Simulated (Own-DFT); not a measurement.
# One host, several defects: C11b WSi2

The numbers are computed, not measured, by runs of the plane-wave DFT program Own-DFT (in-house, retired, unreviewed) at fixed positions, with no spin and no spin-orbit coupling.

All runs used: PBE; PseudoDojo norm-conserving scalar-relativistic files; cutoff 50 hartree; 5 x 5 x 5 k mesh centred on Gamma; cold (Marzari-Vanderbilt) smearing of 0.2 eV.

Caveats: forces on such cells failed a check on a denser k mesh; stress not checked against mesh or cutoff.

All runs share one cell, with vectors in Å (-2.148, -5.953, 3.409); (-6.444, 2.976, 1.136); (-2.553, -2.948, -6.757) and a volume of 403.2 Å³. u is the rms random offset of the atoms per axis. The defect's site can differ from row to row.

| cell | formula | u (Å) | P (GPa) |
|---|---|---|---|
| no defect | Si20W10 | 0.0207 | 4.40 |
| no defect | Si20W10 | 0.0509 | 5.87 |
| no defect | Si20W10 | 0.0624 | 7.14 |
| one W vacancy | Si20W9 | 0.0310 | 3.98 |
| one W vacancy | Si20W9 | 0.0327 | 3.44 |
| one W vacancy | Si20W9 | 0.0485 | ? |
| one W vacancy | Si20W9 | 0.0506 | 4.57 |
| one Si on a W site | Si21W9 | 0.0293 | 6.02 |
| one Si on a W site | Si21W9 | 0.0319 | 6.42 |
| one Si on a W site | Si21W9 | 0.0474 | 7.38 |
| one Si vacancy | Si19W10 | 0.0305 | 3.07 |
| one Si vacancy | Si19W10 | 0.0354 | 3.40 |
| one Si vacancy | Si19W10 | 0.0537 | 4.69 |
| one W on a Si site | Si19W11 | 0.0285 | 9.74 |
| one W on a Si site | Si19W11 | 0.0305 | 9.84 |
| one W on a Si site | Si19W11 | 0.0465 | 10.43 |

## Fit

P = P0 + c u² + a shift for each defect gives P0 = 4.10 GPa, c = 740 ± 64 GPa/Å² and a scatter of 0.22 GPa. The shifts, and each times the cell's volume:

- one W on a Si site: 4.94 ± 0.19 GPa, 12.4 eV
- one Si on a W site: 1.49 ± 0.19 GPa, 3.7 eV
- one W vacancy: -1.23 ± 0.19 GPa, -3.1 eV
- one Si vacancy: -1.63 ± 0.19 GPa, -4.1 eV

A positive shift means that the defect pushes the cell outwards. Shift times volume (160.2 GPa Å³ is 1 eV) depends little on the cell's size, so, taken for each site, it can be compared between cells at like pressure. The atoms around the defects weren't relaxed, which would change these numbers.

## The run left out

Asked: what pressure belongs in the blank (one W vacancy, u = 0.0485 Å)?

From the fit: 4.60 ± 0.26 GPa. The calculation gave 4.46 GPa.
